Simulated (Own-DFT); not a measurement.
# One host, several defects: D0_22 TiAl3

The numbers are computed, not measured, by runs of the plane-wave DFT program Own-DFT (in-house, retired, unreviewed) at fixed positions, with no spin and no spin-orbit coupling.

Method: PBE; PseudoDojo norm-conserving scalar-relativistic files; cutoff 42 hartree; 4 x 4 x 4 k mesh centred on Gamma; cold (Marzari-Vanderbilt) smearing of 0.2 eV.

Keep in mind: forces on such cells failed a check on a denser k mesh; stress not checked against mesh or cutoff.

All runs share one cell, with vectors in Å (-2.365, -6.981, 4.326); (-7.667, 3.491, 1.442); (-2.950, -3.488, -7.241) and a volume of 625.4 Å³. u is the rms random offset of the atoms per axis. The defect's site can differ from row to row.

```
                     cell   formula   u (Å)  P (GPa)
                no defect  Al30Ti10  0.0200     1.98
                no defect  Al30Ti10  0.0474     2.52
                no defect  Al30Ti10  0.0511     2.74
         two Al vacancies  Al28Ti10  0.0291     1.16
         two Al vacancies  Al28Ti10  0.0310     1.24
         two Al vacancies  Al28Ti10  0.0494     1.77
two Ti on an Al site each  Al28Ti12  0.0299     3.10
two Ti on an Al site each  Al28Ti12  0.0320        ?
two Ti on an Al site each  Al28Ti12  0.0480     3.59
two Ti on an Al site each  Al28Ti12  0.0501     3.76
 two Al on a Ti site each   Al32Ti8  0.0275     2.85
 two Al on a Ti site each   Al32Ti8  0.0289     2.91
 two Al on a Ti site each   Al32Ti8  0.0512     3.46
```

## Fit

P = P0 + c u² + a shift for each defect gives P0 = 1.81 GPa, c = 345 ± 17 GPa/Å² and a scatter of 0.05 GPa. The shifts, and each times the cell's volume:

- two Ti on an Al site each: 1.02 ± 0.04 GPa, 4.0 eV (2.0 eV for each of its 2 sites)
- two Al on a Ti site each: 0.78 ± 0.04 GPa, 3.0 eV (1.5 eV for each of its 2 sites)
- two Al vacancies: -0.90 ± 0.04 GPa, -3.5 eV (-1.8 eV for each of its 2 sites)

Positive is outwards. The product with the volume (160.2 GPa Å³ to the eV) is nearly free of the cell's size; divided by the bulk modulus at the cell's pressure it gives the volume that the defect adds. The atoms around the defects weren't relaxed, which would change these numbers.

## Withheld run

Asked: what pressure belongs in the blank (two Ti on an Al site each, u = 0.0320 Å)?

From the fit: 3.18 ± 0.06 GPa. The run itself gave 3.34 GPa.
